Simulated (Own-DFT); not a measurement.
# How strain changes the stress of wurtzite AlGaN with randomly placed atoms, 96 atoms (Al36Ga12N48)

These are calculations, not measurements. The program, named Own-DFT, is a retired in-house plane-wave density functional code that no person has reviewed. Each row is one single-point run on a periodic cell that was not relaxed, without spin or spin-orbit coupling.

Settings of every run: PBE; PseudoDojo norm-conserving scalar-relativistic files (stringent for Ga); cutoff 96 hartree; 3 x 4 x 3 k mesh centred on Gamma; Gaussian smearing of 0.01 eV.

Known limits: k mesh not checked against a denser one; stress not checked against mesh or cutoff.

Unstrained cell vectors in Å: (12.525, 0.000, 0.000); (-4.697, 8.135, 0.000); (0.000, 0.000, 10.066). The unstrained cell has measured lattice constants (interpolated for alloys), not those of this functional. That, the random moves and any unrelaxed bonds set the pressure at no strain. Each run strains this cell uniformly, with the atoms carried along. Every atom was also moved at random, by a Gaussian of width 0.05 Å on each axis. The random placing of the alloy's atoms differs from row to row. Strain is the symmetric tensor, in per cent. Stress is positive in tension, and the pressure is minus a third of its trace.

| run | e_xx (%) | e_yy (%) | e_zz (%) | s_xx (GPa) | s_yy (GPa) | s_zz (GPa) | P (GPa) | E (meV/atom) |
|---|---|---|---|---|---|---|---|---|
| 1 | -1.75 | -1.75 | 0.00 | -19.17 | -16.81 | -9.06 | 15.01 | 34.7 |
| 2 | -1.25 | -1.25 | 0.00 | -13.20 | -14.25 | -9.16 | 12.20 | 19.1 |
| 3 | -1.50 | -1.50 | 0.00 | -15.54 | -14.43 | -9.44 | 13.14 | 14.0 |
| 4 | 3.00 | 3.00 | 0.00 | 8.54 | 8.48 | -3.64 | -4.46 | 4.2 |
| 5 | -2.75 | -2.75 | 0.00 | -26.90 | -24.70 | -10.08 | 20.56 | 66.1 |
| 6 | 2.50 | 2.50 | 0.00 | 5.61 | 6.86 | -3.06 | -3.14 | 0.2 |
| 7 | -0.25 | -0.25 | 0.00 | -8.87 | -7.95 | -6.29 | 7.71 | 2.3 |
| 8 | 2.75 | 2.75 | 0.00 | 8.04 | 7.05 | -2.78 | -4.10 | 0.0 |
| 9 | 1.25 | 1.25 | 0.00 | ? | ? | ? | ? | ? |

E is the free energy for each atom above the lowest run shown.

## Worked fit

The change of volume is close to e_xx + e_yy + e_zz. A straight line through the runs shown gives P = 7.61 - 211 x (fractional change of volume) GPa, with an error of 7 on the slope and a scatter of 0.89 GPa. The strain isn't the same on all axes and the cell isn't cubic, so the slope belongs to this path and is not the bulk modulus.

## Withheld run

Question: what pressure should run 9 give? Its volume changes by 2.52 %.

The line gives 2.3 GPa. The calculation gave 1.15 GPa.
